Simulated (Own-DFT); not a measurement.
# Response to strain: beta-Si3N4, 112 atoms (N64Si48)

The numbers are computed, not measured, by runs of the plane-wave DFT program Own-DFT (in-house, retired, unreviewed) at fixed positions, with no spin and no spin-orbit coupling.

Method: PBE; PseudoDojo norm-conserving scalar-relativistic files; cutoff 42 hartree; 2 x 2 x 4 k mesh centred on Gamma; Fermi-Dirac smearing of 0.1 eV.

Keep in mind: forces on such cells moved up to 12 meV/angstrom on a denser k mesh; stress not checked against mesh or cutoff.

Unstrained cell vectors in Å: (15.212, 0.000, 0.000); (-7.606, 13.174, 0.000); (0.000, 0.000, 5.818). The unstrained cell has measured lattice constants (interpolated for alloys), not those of this functional. That, the random moves and any unrelaxed bonds set the pressure at no strain. In each run the cell takes a homogeneous strain; fractional positions stay. Each coordinate of each atom was shifted by a normal deviate of width 0.05 Å. Strain is the symmetric tensor, in per cent. Stress is positive in tension, and the pressure is minus a third of its trace.

| run | e_xx (%) | e_yy (%) | e_zz (%) | e_yz (%) | e_xz (%) | e_xy (%) | s_xx (GPa) | s_yy (GPa) | s_zz (GPa) | s_yz (GPa) | s_xz (GPa) | s_xy (GPa) | P (GPa) | E (meV/atom) |
|---|---|---|---|---|---|---|---|---|---|---|---|---|---|---|
| 1 | -0.76 | -0.17 | -0.22 | 0.22 | 0.31 | 0.77 | -13.34 | -9.26 | -11.17 | 1.23 | 1.27 | 3.39 | 11.26 | 29.4 |
| 2 | -0.40 | 0.99 | 0.83 | 1.82 | 0.55 | -1.37 | -9.25 | -2.05 | -3.55 | 6.93 | 2.16 | -5.74 | 4.95 | 25.0 |
| 3 | 1.12 | -0.83 | -0.39 | -0.49 | -0.98 | 1.89 | -4.43 | -11.62 | -10.78 | -1.60 | -2.21 | 8.77 | 8.94 | 29.9 |
| 4 | 0.63 | 1.53 | 0.96 | 1.58 | -0.50 | 1.84 | -2.94 | 1.80 | 0.27 | 2.65 | 0.38 | 6.59 | 0.29 | 14.3 |
| 5 | -1.85 | 1.06 | -1.10 | 0.91 | -1.57 | 0.48 | -19.04 | -4.67 | -17.48 | 3.04 | -5.11 | 4.05 | 13.73 | 46.7 |
| 6 | -0.92 | 1.78 | 0.56 | 0.44 | -0.75 | 1.52 | -9.85 | 0.28 | -7.24 | 0.89 | -2.05 | 5.29 | 5.60 | 50.3 |
| 7 | 1.35 | -0.04 | -1.72 | 1.30 | 0.16 | -0.31 | -3.42 | -7.65 | -20.03 | 5.91 | -0.49 | -0.68 | 10.37 | 40.7 |
| 8 | 0.80 | 0.13 | 1.23 | -1.74 | 1.37 | 1.49 | -0.43 | -5.00 | -1.83 | -5.96 | 3.06 | 5.19 | 2.42 | 12.0 |
| 9 | -0.18 | 0.78 | 1.29 | 1.82 | -0.95 | -1.31 | -7.45 | -1.63 | -1.66 | 5.37 | -2.60 | -4.79 | 3.58 | 37.9 |
| 10 | -1.72 | -0.36 | -0.44 | 0.89 | -1.43 | 0.60 | -15.11 | -15.43 | -17.18 | 4.92 | -7.41 | 3.10 | 15.90 | 60.7 |
| 11 | -1.34 | -1.10 | -0.27 | 1.61 | -0.09 | 0.50 | -16.12 | -15.22 | -16.73 | 7.20 | 0.93 | 3.08 | 16.02 | 41.1 |
| 12 | 0.30 | 0.14 | -1.13 | 0.65 | 0.57 | 0.59 | -7.20 | -5.23 | -18.79 | 0.50 | 1.21 | 2.35 | 10.40 | 41.4 |
| 13 | 1.63 | 0.85 | 1.82 | 1.91 | 1.98 | 1.44 | 1.34 | 1.47 | 3.80 | 5.96 | 4.71 | 5.16 | -2.20 | 20.3 |
| 14 | 0.43 | -0.91 | 1.99 | 0.02 | -1.37 | 0.42 | -2.18 | -10.42 | 2.05 | -0.28 | -5.24 | 1.00 | 3.52 | 0.0 |
| 15 | -0.88 | -1.40 | -0.68 | -1.35 | -1.96 | -1.73 | -18.87 | -15.22 | -15.81 | -4.06 | -6.75 | -9.91 | 16.63 | 57.2 |
| 16 | -0.67 | -0.64 | -0.82 | -0.79 | 1.75 | 0.28 | -11.71 | -12.11 | -18.05 | -1.89 | 6.41 | -0.24 | 13.95 | 40.5 |
| 17 | 1.45 | -1.28 | -1.90 | 0.57 | -1.04 | 1.03 | -2.95 | -14.83 | -22.60 | 1.40 | -4.29 | 6.28 | 13.46 | 47.2 |
| 18 | 1.28 | -1.14 | 0.22 | 1.78 | -1.46 | 1.04 | ? | ? | ? | ? | ? | ? | ? | ? |

The last column gives the free energy per atom over the lowest of the runs shown.

## Working it out

Each stress component was fitted by least squares to a constant and the strains of the runs shown, as fractions, with shears doubled. Shear strains stay in the fit of a normal stress only where such slopes are resolved. The slopes, in GPa:

| stress | at no strain | per e_xx | per e_yy | per e_zz | scatter |
|---|---|---|---|---|---|
| s_xx | -8.1 | 512 ± 42 | 70 ± 51 | 132 ± 43 | 1.85 |
| s_yy | -7.5 | 144 ± 30 | 538 ± 36 | 81 ± 30 | 1.31 |
| s_zz | -10.4 | 134 ± 31 | 119 ± 38 | 647 ± 32 | 1.38 |

The slope of each shear stress on twice its own strain, from a fit on all six strains: yz 179 ± 14, xz 160 ± 17, xy 226 ± 14 GPa. These are stiffnesses along x, y and z of the frame in which the cell vectors are given, with the crystal's c axis along z: C11, C12, C13 and C33. Hexagonal symmetry asks that xx and yy behave alike, which is a second check on the noise. The atoms are held to the strained lattice; where symmetry lets them move under strain, relaxing them would lower some slopes. Slopes across the diagonal should nearly agree, so their difference gauges the noise. A ninth of the table's sum, 264 ± 5 GPa, estimates the bulk modulus near the mean pressure of these runs, 8.8 GPa, so it lies above the value at zero pressure.

## Withheld run

The question: what normal stresses and pressure should run 18 give?

The fit gives s_xx = -2.1, s_yy = -11.6, s_zz = -8.6 and P = 7.4 GPa. The run itself gave -1.31, -12.11, -8.39 and P = 7.27 GPa.
